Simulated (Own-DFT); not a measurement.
# Point defects and the pressure they add: zincblende GaAs

Source: density functional calculations with Own-DFT, an unreviewed in-house program that is no longer used. Nothing was measured or relaxed, and spin and spin-orbit coupling are left out.

All runs used: PBE; PseudoDojo norm-conserving scalar-relativistic files; cutoff 42 hartree; 3 x 3 x 3 k mesh centred on Gamma; Fermi-Dirac smearing of 0.1 eV.

Caveats (not all hold for every row): not probed for a lower state with spin; forces not confirmed at this smearing and k mesh; stress not checked against mesh or cutoff.

All runs share one cell, with vectors in Å (10.862, 0.000, 0.000); (0.000, 10.862, 0.000); (0.000, 0.000, 11.796) and a volume of 1391.7 Å³, strained against the parent crystal. Atoms were moved at random from their sites; u is the rms move along one axis. The defect's site can differ from row to row.

```
                             cell     formula   u (Å)  P (GPa)
                        no defect    As32Ga32  0.0288     6.68
                        no defect    As32Ga32  0.0314     6.68
                        no defect    As32Ga32  0.0481     6.93
one As vacancy and one Ga vacancy    As31Ga31  0.0287     5.95
one As vacancy and one Ga vacancy    As31Ga31  0.0312     5.93
one As vacancy and one Ga vacancy    As31Ga31  0.0455     6.18
              one Al on a Ga site  AlAs32Ga31  0.0284     6.64
              one Al on a Ga site  AlAs32Ga31  0.0285        ?
              one Al on a Ga site  AlAs32Ga31  0.0463     6.92
              one Al on a Ga site  AlAs32Ga31  0.0512     7.00
              one P on an As site   As31Ga32P  0.0339     6.43
              one P on an As site   As31Ga32P  0.0487     6.78
              one P on an As site   As31Ga32P  0.0494     6.83
              one In on a Ga site  As32Ga31In  0.0291     7.36
              one In on a Ga site  As32Ga31In  0.0296     7.37
              one In on a Ga site  As32Ga31In  0.0299     7.40
```

## Working it out

P = P0 + c u² + a shift for each defect gives P0 = 6.47 GPa, c = 215 ± 17 GPa/Å² and a scatter of 0.04 GPa. The shifts, and each times the cell's volume:

- one In on a Ga site: 0.72 ± 0.03 GPa, 6.3 eV
- one Al on a Ga site: -0.02 ± 0.03 GPa, -0.2 eV (not resolved)
- one P on an As site: -0.22 ± 0.03 GPa, -1.9 eV
- one As vacancy and one Ga vacancy: -0.73 ± 0.03 GPa, -6.3 eV

Against the defect-free cell, a freed cell would be larger where the shift is positive and smaller where it is negative (160.2 GPa Å³ is 1 eV). The atoms around the defects weren't relaxed, which would change these numbers.

## Check

Q: what pressure belongs in the blank (one Al on a Ga site, u = 0.0285 Å)?

Estimate: 6.63 ± 0.05 GPa. DFT gave 6.63 GPa.
